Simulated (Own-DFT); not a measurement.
## Calculated data, Hf$_{16}$O$_{31}$ (monoclinic hafnia with two neutral oxygen vacancies, strained, atoms displaced), Hf$_{32}$O$_{63}$ (monoclinic hafnia with one neutral oxygen vacancy, atoms displaced), Hf$_{31}$SiO$_{64}$ (monoclinic hafnia with substituted atoms, atoms displaced)

All values are calculated (Own-DFT development build). A calculation, not a measurement: plane-wave PBE and HSE06 DFT by an unreviewed code, no spin, of a simulated cell at Gamma alone, so results move with cell size and shape, stress positive in tension, energies less offsets, not probed for a lower state with spin; hafnium file: forces about 75 meV/angstrom off all-electron values; oxygen file: force components 24 meV/angstrom off all-electron in a glass; k mesh not checked against a denser one; forces and stress are PBE's, HSE06 gives the energy alone, and its difference from PBE has offsets of its own; offsets are fitted by least squares, one for each functional and potential file, so energies compare only between cells with the same atoms and settings and are not formation energies; the far tail of each file's local potential was reset to the Coulomb form; each entry is a single point on an unrelaxed cell, so the pressure reflects the starting lattice, mostly measured values, from which strain is counted, and rises with the displacements; printed positions are rounded, which can move forces by about a meV/angstrom; the program is a retired in-house code; no spin-orbit coupling.

Common to all runs: first functional PBE; second functional HSE06; exact exchange share 0.25; screening 0.11 1/bohr; exchange divergence Gygi-Baldereschi; potential files PseudoDojo norm-conserving, scalar-relativistic, made for PBE, standard set; wave cutoff 48 hartree; occupations fixed; k mesh 1 x 1 x 1 centred on Gamma.

(1) Hf$_{16}$O$_{31}$ (monoclinic hafnia with two neutral oxygen vacancies, strained, atoms displaced)

```cif
# cell vector a (Å): 10.0753 0.0322 -0.0210
# cell vector b (Å): 0.0326 10.3062 0.0629
# cell vector c (Å): -1.6906 0.0582 10.3188
data_Hf16O31
_symmetry_space_group_name_H-M 'P 1'
_symmetry_Int_Tables_number 1
_cell_length_a 10.0754
_cell_length_b 10.3064
_cell_length_c 10.4565
_cell_angle_alpha 89.365
_cell_angle_beta 99.423
_cell_angle_gamma 89.636
_cell_volume 1071.07
loop_
_atom_site_label
_atom_site_type_symbol
_atom_site_fract_x
_atom_site_fract_y
_atom_site_fract_z
_atom_site_occupancy
Hf1 Hf 0.13160 0.00819 0.09891 1
Hf2 Hf 0.36666 0.26325 0.14677 1
Hf3 Hf 0.36342 0.47976 0.40584 1
Hf4 Hf 0.13904 0.22920 0.35211 1
O1 O 0.03868 0.16500 0.16391 1
O2 O 0.46068 0.41295 0.06985 1
O3 O 0.46146 0.34467 0.32227 1
O4 O 0.03571 0.09076 0.41184 1
O5 O 0.21681 0.37943 0.24013 1
O6 O 0.26872 0.12603 0.01451 1
O7 O 0.27893 0.12088 0.26146 1
O8 O 0.22777 0.37167 0.48468 1
Hf5 Hf 0.13403 0.02289 0.60252 1
Hf6 Hf 0.35701 0.26809 0.64096 1
Hf7 Hf 0.36005 0.47841 0.89702 1
Hf8 Hf 0.14635 0.22257 0.85152 1
O9 O 0.03610 0.17312 0.66502 1
O10 O 0.46763 0.42135 0.57298 1
O11 O 0.45727 0.33847 0.82328 1
O12 O 0.03980 0.07758 0.92065 1
O13 O 0.22238 0.38400 0.73729 1
O14 O 0.27779 0.12695 0.50833 1
O15 O 0.27911 0.11766 0.76680 1
O16 O 0.22351 0.37113 0.98243 1
Hf9 Hf 0.13266 0.51425 0.10859 1
Hf10 Hf 0.36006 0.78688 0.14754 1
Hf11 Hf 0.36136 0.98075 0.39375 1
Hf12 Hf 0.13997 0.73570 0.35290 1
O17 O 0.03532 0.66447 0.16317 1
O18 O 0.46321 0.83144 0.32749 1
O19 O 0.03339 0.58579 0.41794 1
O20 O 0.22590 0.87867 0.24233 1
O21 O 0.27499 0.62817 0.00731 1
O22 O 0.27401 0.62410 0.26288 1
O23 O 0.22662 0.86994 0.48846 1
Hf13 Hf 0.14687 0.52146 0.60970 1
Hf14 Hf 0.35560 0.76943 0.64232 1
Hf15 Hf 0.36390 0.98019 0.89202 1
Hf16 Hf 0.13214 0.73538 0.85334 1
O24 O 0.04008 0.66466 0.66696 1
O25 O 0.47163 0.91841 0.57712 1
O26 O 0.46893 0.83363 0.83423 1
O27 O 0.03680 0.57911 0.92853 1
O28 O 0.22026 0.88659 0.74162 1
O29 O 0.27864 0.62719 0.51069 1
O30 O 0.27295 0.61915 0.75682 1
Hf17 Hf 0.63257 0.02130 0.10585 1
Hf18 Hf 0.85465 0.27144 0.14112 1
Hf19 Hf 0.85978 0.48037 0.40112 1
Hf20 Hf 0.63495 0.23204 0.35685 1
O31 O 0.53138 0.16501 0.17436 1
O32 O 0.96757 0.40203 0.08654 1
O33 O 0.97016 0.32671 0.32798 1
O34 O 0.54087 0.08124 0.42571 1
O35 O 0.73020 0.37970 0.23866 1
O36 O 0.77557 0.13164 0.01679 1
O37 O 0.76971 0.12042 0.25135 1
O38 O 0.72414 0.37944 0.48585 1
Hf21 Hf 0.64226 0.02042 0.60337 1
Hf22 Hf 0.86302 0.26954 0.63837 1
Hf23 Hf 0.86926 0.48525 0.90066 1
Hf24 Hf 0.63480 0.22278 0.85243 1
O39 O 0.53825 0.16533 0.66362 1
O40 O 0.96431 0.41297 0.58131 1
O41 O 0.95916 0.32684 0.82162 1
O42 O 0.54476 0.08391 0.92501 1
O43 O 0.72651 0.38497 0.74518 1
O44 O 0.77452 0.12348 0.52061 1
O45 O 0.78626 0.12770 0.75707 1
O46 O 0.72396 0.37767 0.99822 1
Hf25 Hf 0.63720 0.52725 0.10655 1
Hf26 Hf 0.85768 0.76862 0.13762 1
Hf27 Hf 0.85951 0.97483 0.39779 1
Hf28 Hf 0.63630 0.73079 0.35806 1
O47 O 0.54474 0.66033 0.17710 1
O48 O 0.96918 0.92193 0.07954 1
O49 O 0.96052 0.82418 0.32153 1
O50 O 0.53787 0.58205 0.42625 1
O51 O 0.72421 0.88448 0.23761 1
O52 O 0.78244 0.62584 0.00732 1
O53 O 0.76903 0.62161 0.24902 1
O54 O 0.72302 0.87411 0.48480 1
Hf29 Hf 0.63749 0.52304 0.61256 1
Hf30 Hf 0.85969 0.77232 0.65032 1
Hf31 Hf 0.86009 0.97928 0.88436 1
Hf32 Hf 0.63460 0.72838 0.84768 1
O55 O 0.53422 0.66185 0.67568 1
O56 O 0.95645 0.91986 0.57826 1
O57 O 0.96265 0.83388 0.82556 1
O58 O 0.53950 0.58440 0.91786 1
O59 O 0.73697 0.87725 0.74342 1
O60 O 0.77286 0.63179 0.51907 1
O61 O 0.76379 0.62196 0.76390 1
O62 O 0.72472 0.86445 0.98069 1
```

Results for Hf$_{16}$O$_{31}$ (monoclinic hafnia with two neutral oxygen vacancies, strained, atoms displaced): PBE energy of cell above offsets -84.831 eV; HSE06 less PBE above offsets -0.128 eV; PBE pressure 13.54 GPa; PBE stress xx -15.42 GPa; PBE stress yy -12.04 GPa; PBE stress zz -13.16 GPa; PBE stress yz 0.96 GPa; PBE stress xz -1.51 GPa; PBE stress xy 0.56 GPa.

Force:
```tsv
element	x (eV/Å)	y (eV/Å)	z (eV/Å)
Hf	2.023	3.906	1.065
Hf	-3.039	2.186	-0.881
Hf	-0.327	1.204	-3.652
Hf	0.619	1.026	-1.937
O	0.041	-0.287	0.313
O	0.894	0.05	1.13
O	1.525	-1.666	0.207
O	-1.784	-3.138	1.814
O	0.968	-0.465	0.06
O	1.398	-0.041	-1.009
O	0.597	-0.44	0.353
O	-0.682	-0.578	1.623
Hf	-0.107	0.522	-0.723
Hf	0.983	1.165	0.375
Hf	-0.066	1.004	0.277
Hf	-2.548	2.186	1.714
O	1.545	-1.443	-0.151
O	-0.84	-2.025	1.977
O	1.691	-2.106	-0.625
O	-0.55	-0.398	-1.664
O	0.135	-1.559	-0.016
O	-0.089	-0.247	0.924
O	0.455	1.196	-2.088
O	-0.531	-0.749	0.305
Hf	1.885	0.195	0.421
Hf	1.227	-3.706	-1.318
Hf	0.579	0.776	0.275
Hf	-0.607	-2.797	-0.53
O	-0.805	1.302	0.503
O	0.161	0.545	-0.011
O	0.215	-0.126	0.525
O	-0.36	0.187	-0.513
O	-0.104	1.858	0.565
O	0.317	0.107	0.011
O	-0.437	0.451	0.522
Hf	-1.71	-0.392	-2.108
Hf	1.128	0.145	0.909
Hf	0.023	-1.244	1.823
Hf	2.219	-2.173	1.054
O	-1.532	1.566	0.879
O	-1.291	-1.337	0.401
O	-1.55	0.78	-0.925
O	0.536	1.259	-1.566
O	-0.008	-1.026	-0.046
O	-0.039	0.914	0.577
O	0.618	1.357	0.274
Hf	1.405	-0.335	0.311
Hf	0.644	-1.089	1.412
Hf	1.87	-0.115	-1.74
Hf	0.787	0.729	-0.555
O	0.873	-0.666	0.235
O	1.323	2.53	-1.685
O	-1.812	1.466	0.713
O	-0.658	0.264	-1.191
O	-1.275	0.159	1.077
O	-0.224	-1.302	-2.018
O	-0.228	-0.162	2.288
O	-0.988	-1.571	0.405
Hf	-0.367	-0.401	0.746
Hf	-1.143	1.555	1.802
Hf	-1.827	-2.946	-0.723
Hf	1.773	3.699	-0.018
O	-0.888	0.935	1.049
O	1.31	1.67	-0.74
O	1.113	0.128	1.071
O	-2.325	-1.546	-0.439
O	-0.49	-0.739	-0.636
O	1.154	0.729	-2.334
O	-1.294	-1.299	1.039
O	-0.184	-1.092	-1.737
Hf	0.843	-2.89	-1.802
Hf	0.364	-0.313	0.515
Hf	0.896	1.212	-2.481
Hf	0.634	-1.457	-0.691
O	-3.896	3.513	0.12
O	-3.131	-2.299	-0.92
O	-0.495	1.372	0.903
O	0.205	0.947	-0.411
O	-0.472	-0.824	-0.02
O	-0.208	0.51	0.419
O	1.539	0.433	2.3
O	-0.467	-0.518	0.78
Hf	1.153	-1.041	-0.583
Hf	0.598	-1.976	-1.84
Hf	-0.041	1.696	2.931
Hf	0.268	-0.539	2.474
O	-2.117	1.655	-0.99
O	1.361	0.308	0.368
O	0.906	-0.466	0.576
O	-0.804	-0.417	0.516
O	-1.972	0.97	-1.352
O	0.774	0.208	-0.671
O	2.636	0.096	-0.542
O	0.098	1.277	0.958
```

(2) Hf$_{32}$O$_{63}$ (monoclinic hafnia with one neutral oxygen vacancy, atoms displaced)

```cif
# cell vector a (Å): 10.2340 0.0000 0.0000
# cell vector b (Å): 0.0000 10.3500 0.0000
# cell vector c (Å): -1.6955 0.0000 10.4453
data_Hf32O63
_symmetry_space_group_name_H-M 'P 1'
_symmetry_Int_Tables_number 1
_cell_length_a 10.2340
_cell_length_b 10.3500
_cell_length_c 10.5820
_cell_angle_alpha 90.000
_cell_angle_beta 99.220
_cell_angle_gamma 90.000
_cell_volume 1106.39
loop_
_atom_site_label
_atom_site_type_symbol
_atom_site_fract_x
_atom_site_fract_y
_atom_site_fract_z
_atom_site_occupancy
Hf1 Hf 0.14960 0.01627 0.10211 1
Hf2 Hf 0.35390 0.26014 0.15859 1
Hf3 Hf 0.36346 0.47711 0.40529 1
Hf4 Hf 0.13420 0.23083 0.35123 1
O1 O 0.03807 0.15157 0.17128 1
O2 O 0.45401 0.40565 0.06944 1
O3 O 0.47483 0.34820 0.33373 1
O4 O 0.02491 0.08068 0.42005 1
O5 O 0.23572 0.38298 0.25136 1
O6 O 0.27790 0.12218 0.02069 1
O7 O 0.27687 0.12820 0.26308 1
O8 O 0.22087 0.38690 0.48552 1
Hf5 Hf 0.14091 0.01664 0.61007 1
Hf6 Hf 0.38321 0.27065 0.64964 1
Hf7 Hf 0.34753 0.48033 0.89316 1
Hf8 Hf 0.13707 0.23952 0.85707 1
O9 O 0.05258 0.16233 0.68130 1
O10 O 0.46535 0.41471 0.58419 1
O11 O 0.45872 0.31834 0.82421 1
O12 O 0.04766 0.08478 0.93009 1
O13 O 0.22165 0.38165 0.74363 1
O14 O 0.27319 0.13384 0.50380 1
O15 O 0.28635 0.12872 0.76612 1
O16 O 0.22700 0.36069 0.99825 1
Hf9 Hf 0.14498 0.52197 0.09550 1
Hf10 Hf 0.35666 0.76998 0.14584 1
Hf11 Hf 0.36730 0.96596 0.39241 1
Hf12 Hf 0.13492 0.71356 0.35649 1
O17 O 0.04831 0.66235 0.17939 1
O18 O 0.45813 0.92202 0.06643 1
O19 O 0.47292 0.84300 0.32978 1
O20 O 0.04172 0.59503 0.41867 1
O21 O 0.22766 0.88254 0.23455 1
O22 O 0.26760 0.63523 0.01693 1
O23 O 0.28822 0.61776 0.24664 1
O24 O 0.21959 0.86258 0.48510 1
Hf13 Hf 0.14790 0.51362 0.60137 1
Hf14 Hf 0.37717 0.76423 0.65367 1
Hf15 Hf 0.36423 0.98028 0.89677 1
Hf16 Hf 0.14596 0.74533 0.84963 1
O25 O 0.04910 0.66792 0.67933 1
O26 O 0.44837 0.91599 0.58850 1
O27 O 0.46006 0.82540 0.83422 1
O28 O 0.02633 0.58359 0.91771 1
O29 O 0.23074 0.89624 0.74465 1
O30 O 0.27216 0.62804 0.51346 1
O31 O 0.27208 0.61669 0.76288 1
O32 O 0.22489 0.89696 0.98479 1
Hf17 Hf 0.62540 0.02472 0.09214 1
Hf18 Hf 0.86264 0.26643 0.13920 1
Hf19 Hf 0.86492 0.47218 0.39259 1
Hf20 Hf 0.62923 0.23221 0.35422 1
O33 O 0.53188 0.15894 0.17231 1
O34 O 0.95168 0.41898 0.07576 1
O35 O 0.97371 0.34152 0.32600 1
O36 O 0.53563 0.07602 0.41070 1
O37 O 0.73900 0.38740 0.23950 1
O38 O 0.77451 0.13488 0.00373 1
O39 O 0.77231 0.10793 0.26134 1
O40 O 0.72811 0.38289 0.48775 1
Hf21 Hf 0.62176 0.02539 0.61797 1
Hf22 Hf 0.87649 0.26624 0.65411 1
Hf23 Hf 0.86665 0.48908 0.90920 1
Hf24 Hf 0.63275 0.22193 0.85218 1
O41 O 0.53220 0.16567 0.66198 1
O42 O 0.95877 0.42858 0.58117 1
O43 O 0.95147 0.34347 0.81903 1
O44 O 0.54502 0.08561 0.92804 1
O45 O 0.71727 0.37610 0.74144 1
O46 O 0.77853 0.12164 0.50669 1
O47 O 0.79073 0.11916 0.77136 1
O48 O 0.72098 0.37594 0.00568 1
Hf25 Hf 0.63652 0.51529 0.09793 1
Hf26 Hf 0.85210 0.76754 0.14472 1
Hf27 Hf 0.84924 0.97032 0.40626 1
Hf28 Hf 0.65535 0.72589 0.36422 1
O49 O 0.96627 0.90841 0.05697 1
O50 O 0.95752 0.83942 0.32218 1
O51 O 0.53233 0.58874 0.42539 1
O52 O 0.72130 0.87075 0.24144 1
O53 O 0.77393 0.64058 0.00332 1
O54 O 0.77518 0.60624 0.26225 1
O55 O 0.72372 0.88071 0.49111 1
Hf29 Hf 0.63412 0.51569 0.59996 1
Hf30 Hf 0.84825 0.76481 0.63888 1
Hf31 Hf 0.87345 0.97203 0.90301 1
Hf32 Hf 0.64453 0.72993 0.85679 1
O56 O 0.55059 0.66412 0.68839 1
O57 O 0.96618 0.92767 0.56108 1
O58 O 0.96068 0.82422 0.82572 1
O59 O 0.52132 0.58510 0.91159 1
O60 O 0.71779 0.87353 0.74880 1
O61 O 0.78627 0.63218 0.50983 1
O62 O 0.77569 0.62043 0.74990 1
O63 O 0.72290 0.88043 0.98120 1
```

The calculation gives: PBE energy of cell above offsets -80.662 eV; HSE06 less PBE above offsets 0.457 eV; PBE pressure 9.38 GPa; PBE stress xx -8.94 GPa; PBE stress yy -9.22 GPa; PBE stress zz -10 GPa; PBE stress yz 0.43 GPa; PBE stress xz -0.2 GPa; PBE stress xy -0.42 GPa.

Force:
```tsv
element	x (eV/Å)	y (eV/Å)	z (eV/Å)
Hf	-2.408	1.231	1.586
Hf	1.615	1.183	-1.65
Hf	-0.395	1.708	-2.504
Hf	-0.563	-2.813	1.392
O	-1.205	2.12	0.304
O	1.668	1.458	0.654
O	0.081	-1.104	-0.429
O	1.746	2.049	-0.027
O	-1.03	-0.067	-1.171
O	1.504	1.793	-0.69
O	0.269	-1.35	0.64
O	-0.001	-1.915	0.419
Hf	0.728	1.116	-3.925
Hf	-7.478	-0.953	-1.193
Hf	2.669	-0.855	1.108
Hf	0.201	-2.557	0.08
O	-2.258	1.688	-0.042
O	0.895	1.643	-0.769
O	0.402	1.419	1.475
O	-0.981	0.869	-1.638
O	0.145	-0.218	-0.032
O	0.207	0.23	1.187
O	0.051	0.096	0.364
O	-1.265	1.341	-0.375
Hf	-1.901	-0.407	2.509
Hf	1.465	0.507	1.037
Hf	-3.384	2.354	0.614
Hf	2.913	6.535	-1.919
O	-1.536	-0.261	-1.938
O	0.381	-1.448	1.853
O	1.678	-2.943	-1.089
O	-4.73	-5.192	2.551
O	0.79	-0.783	0.44
O	0.92	0.39	-2.624
O	-0.243	-0.102	1.787
O	0.673	0.402	0.483
Hf	-2.69	1.611	1.361
Hf	-2.333	-1.134	-0.242
Hf	-0.409	1.79	-1.382
Hf	-2.134	-1.186	-0.906
O	-1.19	0.92	-1.016
O	2.43	1.985	-0.623
O	0.402	0.197	-0.102
O	2.607	1.048	0.938
O	-0.131	-2.766	0.333
O	2.023	-0.109	0.276
O	0.848	1.02	0.044
O	-0.182	-4.211	-1.066
Hf	3.282	-1.662	4.363
Hf	-0.495	-1.386	1.888
Hf	0.431	0.615	0.784
Hf	2.987	-1.857	-0.197
O	-1.025	1.87	0.826
O	2.487	0.307	0.897
O	0.091	-0.458	-0.561
O	-0.273	0.513	1.963
O	-1.432	-2.175	-0.15
O	0.119	0.191	0.608
O	-0.408	1.828	-1.104
O	-0.928	-1.404	-0.147
Hf	5.26	-4.31	-3.11
Hf	-1.463	0.118	-2.013
Hf	-1.882	-1.157	-3.005
Hf	3.721	3.222	1.114
O	1.112	0.941	1.818
O	1.146	-0.852	-0.049
O	2.393	-0.925	1.696
O	-2.459	-0.567	-2.821
O	-0.546	-0.277	-0.373
O	-1.812	2.275	2.092
O	-1.762	0.382	-1.772
O	-0.382	-0.789	-2.357
Hf	-2.157	-0.21	0.594
Hf	1.549	2.293	1.76
Hf	3.065	3.733	-4.933
Hf	-1.923	0.488	-2.696
O	0.781	-1.788	3.905
O	1.044	-2.026	-0.768
O	0.533	0.502	0.647
O	-0.555	-0.763	-0.787
O	-0.259	-1.585	0.547
O	-0.298	2.27	-1.045
O	-2.961	-2.897	2.235
Hf	2.429	-0.023	1.422
Hf	2.998	1.378	2.476
Hf	-0.767	1.546	-2.493
Hf	-0.825	0.179	0.786
O	-1.991	0.104	-2.744
O	-0.225	-3.073	4.453
O	0.691	0.167	-0.722
O	0.422	-0.947	1.337
O	0.125	1.044	-2.018
O	-0.671	-0.498	-0.82
O	0.467	-0.165	0.837
O	-0.494	-0.496	1.547
```

(3) Hf$_{31}$SiO$_{64}$ (monoclinic hafnia with substituted atoms, atoms displaced)

```cif
# cell vector a (Å): 10.2340 0.0000 0.0000
# cell vector b (Å): 0.0000 10.3500 0.0000
# cell vector c (Å): -1.6955 0.0000 10.4453
data_Hf31SiO64
_symmetry_space_group_name_H-M 'P 1'
_symmetry_Int_Tables_number 1
_cell_length_a 10.2340
_cell_length_b 10.3500
_cell_length_c 10.5820
_cell_angle_alpha 90.000
_cell_angle_beta 99.220
_cell_angle_gamma 90.000
_cell_volume 1106.39
loop_
_atom_site_label
_atom_site_type_symbol
_atom_site_fract_x
_atom_site_fract_y
_atom_site_fract_z
_atom_site_occupancy
Hf1 Hf 0.13884 0.01888 0.10736 1
Hf2 Hf 0.35999 0.27014 0.14808 1
Hf3 Hf 0.36681 0.47748 0.40072 1
Hf4 Hf 0.13553 0.23421 0.35284 1
O1 O 0.03605 0.16936 0.17593 1
O2 O 0.46150 0.41577 0.07212 1
O3 O 0.46018 0.32965 0.32840 1
O4 O 0.04026 0.08396 0.42065 1
O5 O 0.22863 0.38379 0.24238 1
O6 O 0.27536 0.13117 0.00676 1
O7 O 0.27524 0.12040 0.25571 1
O8 O 0.22297 0.37707 0.48877 1
Hf5 Hf 0.13661 0.02086 0.60163 1
Hf6 Hf 0.35821 0.26921 0.64293 1
Hf7 Hf 0.36279 0.47886 0.89690 1
Hf8 Hf 0.13412 0.22766 0.85067 1
O9 O 0.03749 0.16841 0.67163 1
O10 O 0.46388 0.41915 0.57369 1
O11 O 0.46589 0.33264 0.82203 1
O12 O 0.03397 0.08356 0.92163 1
O13 O 0.22068 0.38167 0.73945 1
O14 O 0.27855 0.12989 0.51033 1
O15 O 0.27156 0.12386 0.75750 1
O16 O 0.22899 0.37033 0.98295 1
Hf9 Hf 0.13782 0.51818 0.10929 1
Hf10 Hf 0.36223 0.76797 0.14448 1
Hf11 Hf 0.36508 0.97919 0.39479 1
Hf12 Hf 0.14067 0.73267 0.35747 1
O17 O 0.03637 0.66679 0.17532 1
O18 O 0.46190 0.91707 0.07806 1
O19 O 0.46524 0.83690 0.32682 1
O20 O 0.03783 0.58329 0.42455 1
O21 O 0.22306 0.87744 0.24138 1
O22 O 0.27336 0.62621 0.00779 1
O23 O 0.27479 0.62576 0.25766 1
O24 O 0.22233 0.86891 0.49334 1
Hf13 Hf 0.13980 0.51929 0.60411 1
Hf14 Hf 0.36485 0.77329 0.64816 1
Hf15 Hf 0.35878 0.97539 0.89209 1
Hf16 Hf 0.14299 0.73122 0.85257 1
O25 O 0.03643 0.66625 0.67382 1
O26 O 0.46477 0.91780 0.57340 1
O27 O 0.46023 0.83165 0.82559 1
O28 O 0.04295 0.58391 0.92313 1
O29 O 0.23035 0.87953 0.74006 1
O30 O 0.27663 0.63126 0.50898 1
O31 O 0.26907 0.61511 0.76342 1
O32 O 0.22827 0.87414 0.99257 1
Hf17 Hf 0.63351 0.01730 0.10482 1
Hf18 Hf 0.86168 0.27258 0.15081 1
Hf19 Hf 0.86027 0.47853 0.39981 1
Hf20 Hf 0.63790 0.23101 0.35342 1
O33 O 0.53545 0.16437 0.16671 1
O34 O 0.96090 0.41636 0.07351 1
O35 O 0.96743 0.33585 0.32768 1
O36 O 0.53449 0.08505 0.42212 1
O37 O 0.72532 0.38535 0.24142 1
O38 O 0.77525 0.13364 0.00576 1
O39 O 0.77934 0.12470 0.25802 1
O40 O 0.72730 0.37048 0.49086 1
Hf21 Hf 0.64041 0.02529 0.60311 1
Hf22 Hf 0.86573 0.26713 0.64291 1
Si1 Si 0.85828 0.47932 0.89422 1
Hf23 Hf 0.63687 0.23227 0.85566 1
O41 O 0.54253 0.16731 0.67440 1
O42 O 0.95870 0.41358 0.57984 1
O43 O 0.96117 0.33263 0.82747 1
O44 O 0.53883 0.08504 0.92261 1
O45 O 0.72279 0.38055 0.73999 1
O46 O 0.77247 0.12757 0.51100 1
O47 O 0.78041 0.12616 0.76128 1
O48 O 0.72352 0.37306 0.98923 1
Hf24 Hf 0.63850 0.51620 0.09930 1
Hf25 Hf 0.86231 0.76517 0.14578 1
Hf26 Hf 0.86253 0.98061 0.39673 1
Hf27 Hf 0.63902 0.72704 0.35984 1
O49 O 0.53645 0.67017 0.18027 1
O50 O 0.96829 0.91657 0.08104 1
O51 O 0.95998 0.83283 0.32062 1
O52 O 0.54150 0.58103 0.42720 1
O53 O 0.72846 0.87860 0.23542 1
O54 O 0.77644 0.63269 0.01400 1
O55 O 0.77423 0.62413 0.26580 1
O56 O 0.72727 0.87153 0.49126 1
Hf28 Hf 0.63332 0.51654 0.60250 1
Hf29 Hf 0.86386 0.76831 0.64677 1
Hf30 Hf 0.85763 0.98043 0.89765 1
Hf31 Hf 0.63464 0.73020 0.85227 1
O57 O 0.53412 0.66828 0.67587 1
O58 O 0.96576 0.91921 0.57457 1
O59 O 0.96121 0.83846 0.81887 1
O60 O 0.54131 0.58646 0.92267 1
O61 O 0.72369 0.87900 0.73754 1
O62 O 0.77424 0.63047 0.50926 1
O63 O 0.77366 0.62015 0.76439 1
O64 O 0.72691 0.86735 0.98877 1
```

Results for Hf$_{31}$SiO$_{64}$ (monoclinic hafnia with substituted atoms, atoms displaced): PBE energy of cell above offsets -90.185 eV; HSE06 less PBE above offsets 0.074 eV; PBE pressure 3.21 GPa; PBE stress xx -3.29 GPa; PBE stress yy -2.74 GPa; PBE stress zz -3.59 GPa; PBE stress yz -0.08 GPa; PBE stress xz -0.4 GPa; PBE stress xy -0.31 GPa.

Force:
```tsv
element	x (eV/Å)	y (eV/Å)	z (eV/Å)
Hf	-0.274	0.403	-0.853
Hf	0.097	-0.56	-1.471
Hf	-0.904	1.405	-1.37
Hf	0.712	-0.87	-0.04
O	-0.04	0.077	-0.272
O	0.916	0.095	0.911
O	0.941	-0.146	0.17
O	-0.534	-0.057	0.109
O	-0.373	-0.537	-0.145
O	0.006	-0.262	0.323
O	0.104	0.233	0.608
O	0.136	-0.708	0.144
Hf	0.43	-0.152	0.029
Hf	0.429	-0.058	1.002
Hf	-0.317	-0.365	-0.682
Hf	0.127	0.529	1.385
O	-0.238	-0.151	-0.556
O	-0.439	-0.955	0.712
O	-0.732	0.656	0.091
O	0.015	-0.244	0.226
O	0.62	-0.772	-0.533
O	-0.072	0.197	-0.155
O	0.665	-0.478	-0.051
O	-0.709	-0.088	0.98
Hf	-0.42	1.061	-1.436
Hf	-0.118	-0.055	0.631
Hf	-0.621	-0.116	-0.088
Hf	-0.7	-0.505	-0.719
O	0.233	-0.597	-0.165
O	0.36	0.046	-0.335
O	0.229	-0.291	0.136
O	-0.59	-0.238	-0.058
O	0.154	0.24	-0.002
O	0.491	0.467	0.53
O	0.372	-0.583	0.729
O	0.245	0.663	-0.12
Hf	-0.799	0.604	0.211
Hf	-0.29	-0.284	-1.26
Hf	0.469	1.919	1.068
Hf	-1.735	-0.536	0.335
O	-0.077	0.079	-0.32
O	0.015	-0.191	0.525
O	0.537	0.017	0.567
O	-2.363	-1.068	-0.325
O	-0.829	0.175	-0.114
O	0.365	-0.25	0.558
O	1.03	0.881	-0.603
O	-0.428	-0.525	-0.644
Hf	1.046	0.062	-0.646
Hf	0.265	-0.628	-1.522
Hf	0.634	1.238	-0.314
Hf	-0.061	-0.543	-0.272
O	-0.43	1.011	1.029
O	-0.18	0.753	-1.13
O	-0.398	0.335	0.197
O	0.306	0.431	-0.332
O	-0.261	-0.792	0.102
O	0.045	-0.212	0.991
O	-0.54	-0.052	0.779
O	-0.873	-0.379	-0.464
Hf	-0.113	-0.99	0.775
Hf	-1.357	0.427	1.464
Si	1.89	-0.628	0.591
Hf	0.987	-0.56	-0.329
O	-1.281	0.547	-0.641
O	1.524	1.164	-0.471
O	-1.434	1.977	0.718
O	-1.035	-0.967	-0.266
O	0.488	0.414	0.398
O	0.596	0.312	-0.677
O	-0.187	-0.704	-0.142
O	0.877	1.209	-0.555
Hf	-0.192	1.546	0.757
Hf	0.196	1.071	0.117
Hf	0.268	-0.862	-1
Hf	0.412	0.989	-1.009
O	0.144	-0.987	-0.988
O	-0.307	-0.027	-0.494
O	0.775	0.327	1.584
O	-1.046	-0.244	-0.676
O	-0.839	0.444	0.572
O	0.342	-1.881	-1.203
O	0.296	-0.517	-0.257
O	-0.102	0.087	-0.384
Hf	1.455	0.77	1.537
Hf	-0.033	0.593	0.066
Hf	0.693	0.149	-0.165
Hf	1.364	0.254	0.659
O	0.251	-0.619	-0.734
O	-0.017	-0.249	0.135
O	0.948	-0.257	0.866
O	-1.317	-0.83	0.175
O	-0.411	0.241	-0.056
O	0.185	-0.537	0.705
O	0.772	-1.506	0.936
O	-0.438	0.515	-0.092
```
